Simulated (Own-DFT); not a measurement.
Simulation results for GaN (wurtzite, strained, atoms displaced)

All values are calculated (Own-DFT development build). A calculation, not a measurement: plane-wave PBE density functional theory by an unreviewed code, no spin, of a simulated periodic cell, stress positive in tension, free energy of the whole cell less one offset for each atom, forces on such cells passed a denser k mesh, this cell's mesh not checked; offsets are fitted by least squares, one for each functional and potential file, so energies compare only between cells with the same atoms and settings and are not formation energies; the far tail of each file's local potential was reset to the Coulomb form; each entry is a single point on an unrelaxed cell, so the pressure reflects the starting lattice, mostly measured values (interpolated for alloys), from which strain is counted, and rises with the displacements; printed positions are rounded, which can move forces by about a meV/angstrom; the program, named Own-DFT, is a retired in-house code; no spin-orbit coupling.

Settings shared by all entries: functional PBE; potential files PseudoDojo norm-conserving, scalar-relativistic, standard set with the stringent files for Ga; wave cutoff 96 hartree; occupations Gaussian; smearing width 0.01 eV; k mesh 3 x 4 x 3 centred on Gamma.

```yaml
- entry: 1
  formula: GaN
  kind: "wurtzite, strained, atoms displaced"
  structure:
    cell_angstrom:
      - [12.9436, 0.1555, 0.2532]
      - [-4.7528, 8.3626, -0.2236]
      - [0.2058, -0.161, 10.4139]
    atoms_fractional:
      - [Ga, 0.08815, 0.23271, 0.99427]
      - [Ga, 0.16681, 0.09897, 0.24511]
      - ["N", 0.09008, 0.22781, 0.1855]
      - ["N", 0.16527, 0.11486, 0.44062]
      - [Ga, 0.07909, 0.21599, 0.49389]
      - [Ga, 0.17733, 0.11066, 0.75275]
      - ["N", 0.07831, 0.2161, 0.68722]
      - ["N", 0.1613, 0.10841, 0.93502]
      - [Ga, 0.08365, 0.55018, 0.00257]
      - [Ga, 0.16423, 0.43766, 0.24412]
      - ["N", 0.07701, 0.54021, 0.18227]
      - ["N", 0.16315, 0.43502, 0.44184]
      - [Ga, 0.07642, 0.5454, 0.49159]
      - [Ga, 0.1563, 0.44222, 0.75527]
      - ["N", 0.08907, 0.55413, 0.69697]
      - ["N", 0.16683, 0.43785, 0.93542]
      - [Ga, 0.08218, 0.88376, 0.99797]
      - [Ga, 0.17067, 0.78633, 0.24393]
      - ["N", 0.08366, 0.88763, 0.19858]
      - ["N", 0.1648, 0.7848, 0.43828]
      - [Ga, 0.08293, 0.89221, 0.49752]
      - [Ga, 0.17144, 0.77975, 0.75214]
      - ["N", 0.08343, 0.88941, 0.68617]
      - ["N", 0.17077, 0.77988, 0.93936]
      - [Ga, 0.34034, 0.22175, 0.00759]
      - [Ga, 0.41644, 0.11293, 0.24879]
      - ["N", 0.3402, 0.22218, 0.18721]
      - ["N", 0.41158, 0.10192, 0.43662]
      - [Ga, 0.33357, 0.22693, 0.50099]
      - [Ga, 0.40372, 0.11024, 0.75071]
      - ["N", 0.3307, 0.23102, 0.68164]
      - ["N", 0.41268, 0.10638, 0.939]
      - [Ga, 0.32846, 0.55618, 0.0044]
      - [Ga, 0.41784, 0.43937, 0.25585]
      - ["N", 0.33287, 0.56748, 0.19123]
      - ["N", 0.42321, 0.44723, 0.43531]
      - [Ga, 0.33453, 0.55626, 0.50099]
      - [Ga, 0.41332, 0.44878, 0.7569]
      - ["N", 0.33316, 0.54753, 0.69409]
      - ["N", 0.41281, 0.43822, 0.93695]
      - [Ga, 0.33073, 0.88818, 0.99629]
      - [Ga, 0.41908, 0.77876, 0.24587]
      - ["N", 0.33402, 0.88532, 0.18692]
      - ["N", 0.41328, 0.78421, 0.43189]
      - [Ga, 0.34436, 0.89417, 0.50196]
      - [Ga, 0.42315, 0.7855, 0.74879]
      - ["N", 0.33419, 0.89659, 0.68559]
      - ["N", 0.41269, 0.78337, 0.93663]
      - [Ga, 0.57701, 0.22025, 0.99853]
      - [Ga, 0.65994, 0.10805, 0.24675]
      - ["N", 0.58799, 0.21497, 0.19575]
      - ["N", 0.67298, 0.11326, 0.43582]
      - [Ga, 0.58244, 0.22539, 0.50052]
      - [Ga, 0.66511, 0.1076, 0.74757]
      - ["N", 0.58877, 0.2346, 0.68637]
      - ["N", 0.66876, 0.11492, 0.93914]
      - [Ga, 0.58475, 0.55632, 0.99878]
      - [Ga, 0.67153, 0.44639, 0.25615]
      - ["N", 0.57714, 0.55628, 0.19765]
      - ["N", 0.67019, 0.44994, 0.44453]
      - [Ga, 0.58366, 0.55632, 0.50281]
      - [Ga, 0.66752, 0.43935, 0.75164]
      - ["N", 0.58866, 0.56464, 0.68644]
      - ["N", 0.66947, 0.4494, 0.94075]
      - [Ga, 0.58767, 0.88345, 0.00096]
      - [Ga, 0.66426, 0.78389, 0.25081]
      - ["N", 0.5794, 0.88671, 0.18986]
      - ["N", 0.66906, 0.7733, 0.44283]
      - [Ga, 0.58249, 0.8845, 0.49818]
      - [Ga, 0.67116, 0.77736, 0.74062]
      - ["N", 0.59072, 0.89604, 0.68473]
      - ["N", 0.66148, 0.77112, 0.94501]
      - [Ga, 0.83512, 0.23355, 0.99593]
      - [Ga, 0.91735, 0.11095, 0.25023]
      - ["N", 0.83356, 0.22687, 0.18327]
      - ["N", 0.91765, 0.10958, 0.44411]
      - [Ga, 0.83124, 0.22214, 0.50494]
      - [Ga, 0.90887, 0.10433, 0.74905]
      - ["N", 0.83368, 0.21765, 0.68568]
      - ["N", 0.90978, 0.10809, 0.93734]
      - [Ga, 0.83647, 0.5532, 0.99353]
      - [Ga, 0.90792, 0.43761, 0.25733]
      - ["N", 0.82959, 0.55881, 0.19369]
      - ["N", 0.91909, 0.45466, 0.43757]
      - [Ga, 0.83234, 0.55357, 0.50008]
      - [Ga, 0.91179, 0.43681, 0.74643]
      - ["N", 0.83418, 0.55926, 0.69241]
      - ["N", 0.91162, 0.44414, 0.94041]
      - [Ga, 0.83407, 0.89677, 0.99876]
      - [Ga, 0.91767, 0.77361, 0.25266]
      - ["N", 0.83318, 0.88303, 0.18494]
      - ["N", 0.91378, 0.7766, 0.43848]
      - [Ga, 0.83878, 0.88923, 0.49979]
      - [Ga, 0.91732, 0.77662, 0.75397]
      - ["N", 0.83562, 0.8939, 0.686]
      - ["N", 0.91669, 0.78022, 0.93308]
  results:
    "free_energy_of_cell_above_offsets [eV]": "-4.196"
    "pressure [GPa]": 1.16
    "stress_xx [GPa]": 0.31
    "stress_yy [GPa]": -0.35
    "stress_zz [GPa]": -3.43
    "stress_yz [GPa]": -3.5
    "stress_xz [GPa]": 3.95
    "stress_xy [GPa]": 4.18
    force_element: [Ga, Ga, "N", "N", Ga, Ga, "N", "N", Ga, Ga, "N", "N", Ga, Ga, "N", "N", Ga, Ga, "N", "N", Ga, Ga, "N", "N", Ga, Ga, "N", "N", Ga, Ga, "N", "N", Ga, Ga, "N", "N", Ga, Ga, "N", "N", Ga, Ga, "N", "N", Ga, Ga, "N", "N", Ga, Ga, "N", "N", Ga, Ga, "N", "N", Ga, Ga, "N", "N", Ga, Ga, "N", "N", Ga, Ga, "N", "N", Ga, Ga, "N", "N", Ga, Ga, "N", "N", Ga, Ga, "N", "N", Ga, Ga, "N", "N", Ga, Ga, "N", "N", Ga, Ga, "N", "N", Ga, Ga, "N", "N"]
    "force_x [eV/angstrom]": [-0.619, -0.601, -0.037, 1.53, -0.206, -2.882, 0.221, 1.586, -0.75, 0.093, -0.515, 0.387, 1.137, 2.416, -2.542, -0.23, -0.871, 0.727, -0.482, 1.623, -0.249, -0.963, 0.49, -0.413, -2.101, 1.181, -1.137, 0.403, -0.288, 1.45, 1.36, 0.664, 0.681, -0.873, 0.601, -0.649, -0.684, 1.262, -1.403, 0.41, -0.002, -0.922, -0.363, 2.77, -3.258, -0.319, 0.756, 1.942, 1.13, 2.666, -3.028, -0.863, 0.197, -0.301, -0.533, -0.267, -0.856, -1.338, 1.334, 0.204, -0.042, -0.561, -0.365, 0.203, -2.27, 1.091, 0.597, -0.288, -0.002, -0.258, -0.716, 1.672, -0.158, -0.159, -0.002, -0.657, 0.285, 1.65, -0.966, 0.667, -2.276, 0.575, 1.139, 0.178, -0.735, 0.558, 0.318, 2.379, -0.01, -0.827, -0.301, 1.271, -1.466, 0.173, 0.217, 0.411]
    "force_y [eV/angstrom]": [-2.239, 2.56, -2.06, -0.587, 0.83, -0.247, 0.196, -0.215, 0.38, 1.505, 1.205, 0.931, 2.026, -1.483, 0.731, 1.433, 0.802, -1.799, -1.012, -1.265, 0.026, -0.392, -0.289, -0.867, 0.558, -0.888, -0.228, 1.825, -0.448, 1.204, -0.213, 0.226, 0.397, 0.919, -2.306, -0.44, -0.214, 0.024, 1.766, 0.374, 0.272, 0.513, 0.874, -1.668, -0.059, -0.77, -0.687, -0.954, 0.297, -0.34, 1.785, -0.41, -0.255, 1.273, -2.5, -0.622, -0.298, -0.129, -0.094, -0.981, 0.285, 1.945, -1.758, -1.063, 1.336, -0.737, 0.334, 0.666, 0.674, 0.656, -1.161, 0.264, -1.424, 0.09, -1.112, -0.004, -0.027, 1.122, 0.373, 0.953, 1.513, 0.767, -0.592, -1.856, 1.167, 1.17, -0.823, 0.036, -0.855, 0.515, 0.681, -0.432, 0.265, 0.966, -1.463, -0.442]
    "force_z [eV/angstrom]": [0.574, 0.99, -0.277, -1.135, 1.677, -0.93, 0.499, 1.278, -0.778, 1.275, 1.381, -0.936, 1.062, -1.335, -1.441, 0.672, 0.105, 1.37, -2.168, -0.439, 0.453, -1.015, 0.624, 0.16, -1.317, 0.431, 0.839, 0.226, -1.16, -0.404, 1.303, -0.545, -0.584, -1.182, -0.297, 1.336, 0.138, -0.899, -0.924, 1.379, 1.042, 0.311, -0.432, 0.654, -0.241, 0.008, 0.738, -0.021, 0.384, 0.781, -1.477, 0.333, -0.518, 0.504, 0.286, -0.255, 1.042, -0.412, -1.133, -0.465, -0.335, 0.052, 0.872, -0.03, -0.119, 0.322, -0.31, -0.599, -0.553, 1.104, 0.223, -1.605, 0.667, -0.351, 0.843, -1.273, -1.305, 0.168, 0.741, 0.002, 1.434, -1.777, -1.002, 0.77, 0.812, 0.333, -0.482, -1.316, 0.179, -0.15, 0.707, 0.113, 0.034, -1.469, 0.394, 1.764]
- entry: 2
  formula: GaN
  kind: "wurtzite, strained, atoms displaced"
  structure:
    cell_angstrom:
      - [12.6773, -0.0391, 0.1053]
      - [-4.7793, 8.1367, -0.0672]
      - [0.0856, -0.0347, 10.4342]
    atoms_fractional:
      - [Ga, 0.07573, 0.21322, 0.99222]
      - [Ga, 0.16752, 0.10259, 0.24416]
      - ["N", 0.07737, 0.21075, 0.1895]
      - ["N", 0.16648, 0.10838, 0.43263]
      - [Ga, 0.09084, 0.22148, 0.50524]
      - [Ga, 0.16889, 0.11375, 0.74726]
      - ["N", 0.08924, 0.22639, 0.69793]
      - ["N", 0.17429, 0.1215, 0.93119]
      - [Ga, 0.08365, 0.5569, 0.99541]
      - [Ga, 0.16251, 0.4369, 0.25637]
      - ["N", 0.07622, 0.55722, 0.18006]
      - ["N", 0.16649, 0.43887, 0.43339]
      - [Ga, 0.07949, 0.55683, 0.50022]
      - [Ga, 0.17016, 0.44529, 0.74716]
      - ["N", 0.08614, 0.55115, 0.68053]
      - ["N", 0.1686, 0.43594, 0.9458]
      - [Ga, 0.07646, 0.88117, 0.99422]
      - [Ga, 0.17329, 0.7918, 0.24921]
      - ["N", 0.08475, 0.88718, 0.18959]
      - ["N", 0.16615, 0.78028, 0.43918]
      - [Ga, 0.07996, 0.88251, 0.49295]
      - [Ga, 0.1624, 0.7699, 0.74674]
      - ["N", 0.08718, 0.88416, 0.68221]
      - ["N", 0.15977, 0.76958, 0.94295]
      - [Ga, 0.32402, 0.22139, 0.00431]
      - [Ga, 0.4213, 0.12009, 0.23748]
      - ["N", 0.33717, 0.22019, 0.1923]
      - ["N", 0.41393, 0.10718, 0.42945]
      - [Ga, 0.33627, 0.21746, 0.49717]
      - [Ga, 0.41416, 0.11253, 0.74837]
      - ["N", 0.33699, 0.23213, 0.68871]
      - ["N", 0.4063, 0.10055, 0.94063]
      - [Ga, 0.33538, 0.56226, 0.99419]
      - [Ga, 0.40853, 0.44681, 0.24503]
      - ["N", 0.33402, 0.55811, 0.18771]
      - ["N", 0.413, 0.42961, 0.43645]
      - [Ga, 0.33506, 0.55969, 0.50586]
      - [Ga, 0.40907, 0.4464, 0.74444]
      - ["N", 0.33696, 0.55919, 0.6921]
      - ["N", 0.41841, 0.44326, 0.9426]
      - [Ga, 0.3324, 0.88559, 0.9985]
      - [Ga, 0.41933, 0.78409, 0.25316]
      - ["N", 0.32723, 0.88491, 0.18388]
      - ["N", 0.41723, 0.77918, 0.43286]
      - [Ga, 0.33008, 0.88985, 0.50288]
      - [Ga, 0.41761, 0.77374, 0.75757]
      - ["N", 0.33176, 0.87128, 0.68243]
      - ["N", 0.4157, 0.77088, 0.93749]
      - [Ga, 0.58777, 0.22804, 0.00854]
      - [Ga, 0.66453, 0.10498, 0.25048]
      - ["N", 0.58961, 0.22837, 0.19143]
      - ["N", 0.66598, 0.10917, 0.43943]
      - [Ga, 0.58296, 0.22104, 0.5025]
      - [Ga, 0.67321, 0.12119, 0.75088]
      - ["N", 0.5877, 0.23397, 0.69064]
      - ["N", 0.66205, 0.11277, 0.93049]
      - [Ga, 0.57531, 0.55108, 0.00842]
      - [Ga, 0.66304, 0.45058, 0.25346]
      - ["N", 0.58432, 0.55636, 0.18801]
      - ["N", 0.67467, 0.44089, 0.4476]
      - [Ga, 0.58136, 0.55283, 0.49765]
      - [Ga, 0.66685, 0.43916, 0.74781]
      - ["N", 0.58857, 0.56005, 0.69111]
      - ["N", 0.67173, 0.44793, 0.94536]
      - [Ga, 0.5869, 0.88454, 0.00467]
      - [Ga, 0.6683, 0.77289, 0.24848]
      - ["N", 0.5853, 0.89091, 0.18366]
      - ["N", 0.66611, 0.77588, 0.43169]
      - [Ga, 0.58613, 0.89097, 0.50734]
      - [Ga, 0.66193, 0.77473, 0.75573]
      - ["N", 0.58373, 0.88578, 0.67933]
      - ["N", 0.67137, 0.78437, 0.93867]
      - [Ga, 0.83548, 0.22722, 0.99622]
      - [Ga, 0.91234, 0.10826, 0.24834]
      - ["N", 0.83161, 0.21583, 0.18285]
      - ["N", 0.9129, 0.10803, 0.43872]
      - [Ga, 0.8386, 0.2306, 0.4995]
      - [Ga, 0.91216, 0.11489, 0.7461]
      - ["N", 0.83157, 0.22275, 0.68677]
      - ["N", 0.916, 0.1172, 0.94039]
      - [Ga, 0.83311, 0.55815, 0.99452]
      - [Ga, 0.91881, 0.44136, 0.24923]
      - ["N", 0.83, 0.55186, 0.18907]
      - ["N", 0.91504, 0.44514, 0.4373]
      - [Ga, 0.82862, 0.5522, 0.49543]
      - [Ga, 0.9229, 0.45277, 0.75366]
      - ["N", 0.83396, 0.55982, 0.695]
      - ["N", 0.91171, 0.43891, 0.94393]
      - [Ga, 0.83977, 0.89771, 0.00555]
      - [Ga, 0.92244, 0.77578, 0.24189]
      - ["N", 0.82535, 0.87921, 0.18737]
      - ["N", 0.91699, 0.7767, 0.43488]
      - [Ga, 0.83605, 0.88986, 0.49857]
      - [Ga, 0.91509, 0.76817, 0.75446]
      - ["N", 0.84014, 0.88693, 0.69184]
      - ["N", 0.91451, 0.78676, 0.94211]
  results:
    "free_energy_of_cell_above_offsets [eV]": "-3.322"
    "pressure [GPa]": 11.18
    "stress_xx [GPa]": -10.99
    "stress_yy [GPa]": -16.25
    "stress_zz [GPa]": -6.29
    "stress_yz [GPa]": -0.38
    "stress_xz [GPa]": 1.26
    "stress_xy [GPa]": -0.85
    force_element: [Ga, Ga, "N", "N", Ga, Ga, "N", "N", Ga, Ga, "N", "N", Ga, Ga, "N", "N", Ga, Ga, "N", "N", Ga, Ga, "N", "N", Ga, Ga, "N", "N", Ga, Ga, "N", "N", Ga, Ga, "N", "N", Ga, Ga, "N", "N", Ga, Ga, "N", "N", Ga, Ga, "N", "N", Ga, Ga, "N", "N", Ga, Ga, "N", "N", Ga, Ga, "N", "N", Ga, Ga, "N", "N", Ga, Ga, "N", "N", Ga, Ga, "N", "N", Ga, Ga, "N", "N", Ga, Ga, "N", "N", Ga, Ga, "N", "N", Ga, Ga, "N", "N", Ga, Ga, "N", "N", Ga, Ga, "N", "N"]
    "force_x [eV/angstrom]": [1.332, -1.08, 0.818, 0.414, -1.188, 0.459, -0.997, -1.905, 0.456, -0.371, 1.942, -0.329, 0.911, -0.464, -0.311, -1.166, 1.073, -0.659, 0.029, 0.619, -0.385, 0.667, -0.806, 0.475, 2.254, 0.898, -1.758, 1.037, -0.943, 0.513, 0.305, 0.693, 0.242, 1.428, -1.068, -0.492, 0.272, 3.138, -1.093, -1.067, -0.275, -0.389, 2.219, 0.052, 0.935, 0.286, -0.653, 0.061, -0.643, 0.269, -0.12, 0.271, -0.171, -1.546, -0.198, 0.836, 1.886, 1.568, -1.255, -3.604, 0.332, -0.948, -0.905, -1.786, -0.93, -1.582, -0.098, 0.111, -0.145, 1.129, -0.195, 0.207, -1.172, 0.255, -0.404, 0.823, -0.498, 1.301, 0.816, -0.27, 0.176, -1.336, 0.416, 0.42, 2.194, -0.681, 1.103, 0.638, -1.846, -1.798, 2.125, -0.286, -0.41, -0.158, -1.156, 1.135]
    "force_y [eV/angstrom]": [0.749, 1.699, 0.427, -0.14, -0.487, -1.049, -0.899, -2.353, -2.013, 0.616, 0.353, 0.878, -0.285, 0.396, -0.382, 1.363, 1.576, -2.655, -0.119, -0.683, 0.869, 0.981, 0.383, 1.411, 0.346, -1.581, 0.761, 0.186, -0.767, -0.517, -1.865, 1.806, -2.398, -0.261, 0.221, 2.444, -0.369, 0.394, -0.137, -0.007, -0.557, -0.444, 1.206, 0.02, -0.289, 1.619, 1.618, 2.183, -0.685, 1.153, -0.522, 0.468, -0.876, -1.427, -3.559, -0.447, 0.829, -0.275, -0.901, -0.461, 0.132, 2.787, -1.208, -0.292, 1.114, 0.572, -0.971, -0.066, -0.509, 0.974, 0.52, -0.93, -1.777, -0.486, 0.343, 1.03, -1.502, -0.912, 1.278, -0.82, 0.119, -0.06, -0.119, 0.507, 1.878, -0.858, -1.935, 2.184, -0.274, -0.431, 1.164, -0.317, -0.709, 2.814, 0.313, -1.097]
    "force_z [eV/angstrom]": [1.563, 1.005, -0.839, 0.551, -0.488, 0.001, -1.648, 0.382, 1.213, -2.338, 1.259, 2.102, -1.209, 1.519, 1.156, -1.722, 0.713, 0.641, -1.774, -0.844, 0.874, 0.578, 0.647, -1.985, 0.102, 1.421, -1.311, 0.535, 0.318, 0.754, -1.022, -0.48, 1.85, 1.152, -0.497, -0.237, -1.441, 1.763, -1.105, -1.081, 0.16, -0.826, -0.162, 1.403, -1.031, -1.078, 1.359, 0.059, -1.301, 0.598, 0.011, -0.161, -0.288, -0.441, -1.024, 1.489, -1.495, 0.486, 0.584, -1.943, 0.648, 1.913, -0.71, -1.234, -1.193, 0.64, 0.805, 0.893, -2.675, -0.589, 3.191, 0.435, 1.027, 0.614, 0.453, 0.025, -0.036, 0.591, -0.266, -1.415, 1.77, -0.307, -0.387, -0.22, 1.447, -0.148, -1.329, -1.84, -0.322, 1.171, -0.08, -0.463, 0.647, -0.209, -0.512, -0.806]
```
